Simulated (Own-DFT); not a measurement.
GaN (wurtzite, strained, atoms displaced) (calculated)

All values are calculated (Own-DFT development build). A calculation, not a measurement: plane-wave PBE density functional theory by an unreviewed code, no spin, of a simulated periodic cell, stress positive in tension, free energy of the whole cell less one offset for each atom, forces on such cells passed a denser k mesh, this cell's mesh not checked; offsets are fitted by least squares, one for each functional and potential file, so energies compare only between cells with the same atoms and settings and are not formation energies; the far tail of each file's local potential was reset to the Coulomb form; each entry is a single point on an unrelaxed cell, so the pressure reflects the starting lattice, mostly measured values (interpolated for alloys), from which strain is counted, and rises with the displacements; printed positions are rounded, which can move forces by about a meV/angstrom; the program, named Own-DFT, is a retired in-house code; no spin-orbit coupling.

```cif
# cell vector a (Å): 12.7560 0.0000 0.0000
# cell vector b (Å): -4.7835 8.2853 0.0000
# cell vector c (Å): 0.0000 0.0000 10.5256
data_GaN
_symmetry_space_group_name_H-M 'P 1'
_symmetry_Int_Tables_number 1
_cell_length_a 12.7560
_cell_length_b 9.5670
_cell_length_c 10.5256
_cell_angle_alpha 90.000
_cell_angle_beta 90.000
_cell_angle_gamma 120.000
_cell_volume 1112.42
loop_
_atom_site_label
_atom_site_type_symbol
_atom_site_fract_x
_atom_site_fract_y
_atom_site_fract_z
_atom_site_occupancy
Ga1 Ga 0.08132 0.22130 0.99705 1
Ga2 Ga 0.16364 0.10968 0.24475 1
N1 N 0.08762 0.22276 0.19169 1
N2 N 0.15910 0.09074 0.44836 1
Ga3 Ga 0.08271 0.21805 0.49395 1
Ga4 Ga 0.15885 0.10665 0.75784 1
N3 N 0.07615 0.21346 0.69795 1
N4 N 0.16800 0.11453 0.94310 1
Ga5 Ga 0.08244 0.55748 0.99927 1
Ga6 Ga 0.16306 0.43017 0.24875 1
N5 N 0.08530 0.55456 0.18768 1
N6 N 0.16533 0.43769 0.43926 1
Ga7 Ga 0.07967 0.55486 0.50578 1
Ga8 Ga 0.16609 0.44288 0.75437 1
N7 N 0.07884 0.55481 0.69147 1
N8 N 0.16358 0.44190 0.93246 1
Ga9 Ga 0.07988 0.88662 0.99952 1
Ga10 Ga 0.17172 0.77590 0.24591 1
N9 N 0.08549 0.89218 0.18868 1
N10 N 0.16976 0.78428 0.44449 1
Ga11 Ga 0.09015 0.89548 0.51341 1
Ga12 Ga 0.16543 0.77782 0.74504 1
N11 N 0.08004 0.89075 0.69770 1
N12 N 0.17000 0.78068 0.93429 1
Ga13 Ga 0.33776 0.21970 0.99895 1
Ga14 Ga 0.41584 0.11254 0.24484 1
N13 N 0.34027 0.22099 0.18978 1
N14 N 0.40642 0.10295 0.43424 1
Ga15 Ga 0.33571 0.22874 0.49325 1
Ga16 Ga 0.42355 0.11581 0.74817 1
N15 N 0.33981 0.22507 0.69167 1
N16 N 0.41220 0.10924 0.93191 1
Ga17 Ga 0.34268 0.56027 0.00226 1
Ga18 Ga 0.41390 0.43116 0.24025 1
N17 N 0.33372 0.56110 0.18707 1
N18 N 0.42140 0.44342 0.44170 1
Ga19 Ga 0.32585 0.55722 0.49470 1
Ga20 Ga 0.40995 0.42744 0.75046 1
N19 N 0.33613 0.55145 0.69615 1
N20 N 0.41115 0.43529 0.94641 1
Ga21 Ga 0.33560 0.89018 0.00105 1
Ga22 Ga 0.42014 0.78131 0.25055 1
N21 N 0.33070 0.88442 0.18600 1
N22 N 0.41393 0.77028 0.42735 1
Ga23 Ga 0.33078 0.88389 0.49114 1
Ga24 Ga 0.41663 0.77855 0.75147 1
N23 N 0.33018 0.88799 0.68817 1
N24 N 0.41387 0.78161 0.93295 1
Ga25 Ga 0.57751 0.22272 0.00396 1
Ga26 Ga 0.66116 0.10114 0.25100 1
N25 N 0.58857 0.23547 0.19138 1
N26 N 0.67208 0.11997 0.44481 1
Ga27 Ga 0.58882 0.22273 0.50432 1
Ga28 Ga 0.66167 0.10447 0.75004 1
N27 N 0.58061 0.21474 0.69602 1
N28 N 0.66324 0.09861 0.93451 1
Ga29 Ga 0.59357 0.55916 0.00434 1
Ga30 Ga 0.65960 0.44193 0.25217 1
N29 N 0.59350 0.56148 0.18537 1
N30 N 0.66898 0.44259 0.43335 1
Ga31 Ga 0.58477 0.55159 0.49896 1
Ga32 Ga 0.65541 0.43863 0.74623 1
N31 N 0.58450 0.55959 0.69419 1
N32 N 0.66239 0.44338 0.93896 1
Ga33 Ga 0.58569 0.88839 0.00857 1
Ga34 Ga 0.66246 0.77321 0.24152 1
N33 N 0.58091 0.88126 0.19927 1
N34 N 0.66135 0.77045 0.43027 1
Ga35 Ga 0.57271 0.88320 0.50300 1
Ga36 Ga 0.66763 0.77805 0.74788 1
N35 N 0.58270 0.89058 0.68250 1
N36 N 0.66816 0.77372 0.93741 1
Ga37 Ga 0.82616 0.21976 0.99926 1
Ga38 Ga 0.90927 0.10166 0.24914 1
N37 N 0.83573 0.22780 0.20216 1
N38 N 0.91910 0.10329 0.43957 1
Ga39 Ga 0.83540 0.22836 0.50213 1
Ga40 Ga 0.91952 0.11687 0.74620 1
N39 N 0.82847 0.21857 0.67841 1
N40 N 0.91428 0.10823 0.93738 1
Ga41 Ga 0.83106 0.55040 0.00139 1
Ga42 Ga 0.92494 0.45623 0.24388 1
N41 N 0.83297 0.55624 0.19396 1
N42 N 0.92256 0.44089 0.44294 1
Ga43 Ga 0.83784 0.56407 0.50086 1
Ga44 Ga 0.92357 0.45717 0.74943 1
N43 N 0.83866 0.55369 0.69113 1
N44 N 0.90990 0.44146 0.92890 1
Ga45 Ga 0.83300 0.89147 0.00066 1
Ga46 Ga 0.91885 0.79400 0.24859 1
N45 N 0.83272 0.89332 0.18989 1
N46 N 0.91394 0.77100 0.43619 1
Ga47 Ga 0.83580 0.88914 0.50090 1
Ga48 Ga 0.91603 0.77825 0.75329 1
N47 N 0.83708 0.89291 0.68367 1
N48 N 0.91238 0.77893 0.93821 1
_calc_functional 'PBE'
_calc_potential_files 'PseudoDojo norm-conserving, scalar-relativistic, standard set with the stringent files for Ga'
_calc_wave_cutoff 96  # hartree
_calc_occupations 'Gaussian'
_calc_smearing_width 0.01  # eV
_calc_k_mesh '3 x 4 x 3 centred on Gamma'
_calc_free_energy_of_cell_above_offsets '-4.441'  # eV
_calc_pressure 4.63  # GPa
_calc_stress_xx -5.23  # GPa
_calc_stress_yy -8.09  # GPa
_calc_stress_zz -0.56  # GPa
_calc_stress_yz 0.24  # GPa
_calc_stress_xz 0  # GPa
_calc_stress_xy 0.44  # GPa
```

Force:
```
element  x (eV/Å)  y (eV/Å)  z (eV/Å)
     Ga    -0.017     0.397      0.28
     Ga      1.34    -0.394     1.303
      N    -1.199    -1.346    -1.172
      N     0.072     4.522    -2.239
     Ga     0.269    -0.601     1.355
     Ga     1.284     0.888    -0.183
      N      1.69     1.884    -1.773
      N     0.102    -0.604     0.082
     Ga     0.294     -0.27    -0.592
     Ga    -0.131     2.485     0.479
      N     0.757     0.159    -0.447
      N    -0.735     0.306    -0.425
     Ga     0.897     0.461    -0.407
     Ga     0.119    -0.007    -0.964
      N     2.091      0.55    -0.671
      N     0.209     0.495     1.862
     Ga     0.496      0.14    -0.115
     Ga    -1.612    -0.029     1.234
      N     0.214    -0.626    -0.444
      N      -0.7    -1.827     -1.08
     Ga    -0.844    -3.089    -0.132
     Ga     0.307     0.289     0.906
      N     0.695    -0.373    -0.523
      N    -0.738    -0.279     0.524
     Ga    -1.331    -0.225     0.281
     Ga     1.402    -0.977      1.46
      N        -2    -0.856    -1.131
      N      1.69     0.935     -0.06
     Ga    -0.263     -1.55     1.269
     Ga    -1.987    -1.791     0.014
      N    -1.039    -2.352    -1.237
      N     1.228    -0.168     1.016
     Ga    -1.575    -0.324    -0.611
     Ga    -0.163     2.981     1.369
      N     0.639    -1.033     0.268
      N    -1.428     0.487    -1.436
     Ga     2.021    -0.752      1.27
     Ga      0.02     2.889      1.13
      N     -0.95     0.312    -1.296
      N     1.249     1.309    -0.792
     Ga    -0.697    -0.228    -0.638
     Ga    -1.199    -1.181    -0.656
      N     1.152     1.108    -0.148
      N    -0.619     0.724      1.61
     Ga     0.596     0.726     1.446
     Ga    -0.218    -0.337    -0.606
      N     0.832     0.175    -0.754
      N     1.506    -0.284     1.393
     Ga     0.791    -0.177    -0.604
     Ga     0.359     2.189     1.182
      N     -0.02    -3.106    -1.006
      N    -0.584    -1.957     -1.25
     Ga    -1.383    -0.025     -0.44
     Ga     1.368     0.569    -0.247
      N     0.743     1.328    -1.489
      N    -0.892     1.025      1.02
     Ga    -1.736    -0.453    -0.793
     Ga     2.046     1.449     0.558
      N    -1.767    -1.038    -0.118
      N    -0.174    -0.119     1.492
     Ga     0.036     0.763     0.289
     Ga     2.086     0.651     0.915
      N    -0.558    -0.754    -1.129
      N     1.134    -0.775    -0.626
     Ga    -0.442    -0.822    -1.107
     Ga     1.276     0.133     2.258
      N    -0.264     1.297    -2.112
      N     0.091     0.792     0.867
     Ga     1.871     0.486    -1.134
     Ga     0.097     0.673     0.035
      N    -0.073    -0.903     0.941
      N    -0.818     0.676     0.276
     Ga     0.991      0.27     0.357
     Ga       0.4     2.086     1.195
      N    -0.499    -0.794    -1.888
      N    -1.057     0.859    -0.751
     Ga     0.916    -1.008    -0.844
     Ga    -2.201    -1.036     0.514
      N     0.318     0.495     2.445
      N    -0.428     0.583     0.192
     Ga    -0.414     0.516     0.284
     Ga    -1.139    -0.903     1.772
      N    -0.201     0.685    -0.942
      N    -1.305     1.102    -1.281
     Ga      0.43      -1.7     0.104
     Ga    -0.929    -2.666    -0.103
      N    -2.407     0.657    -0.746
      N     0.775     0.015     1.828
     Ga     0.098    -0.064    -0.143
     Ga     1.076    -2.118     0.776
      N    -0.513    -0.869     -1.24
      N     0.523     1.807     0.036
     Ga    -0.698    -0.973    -0.488
     Ga    -0.764    -0.502    -0.223
      N    -0.475    -0.601     0.894
      N     0.592    -0.465     0.452
```
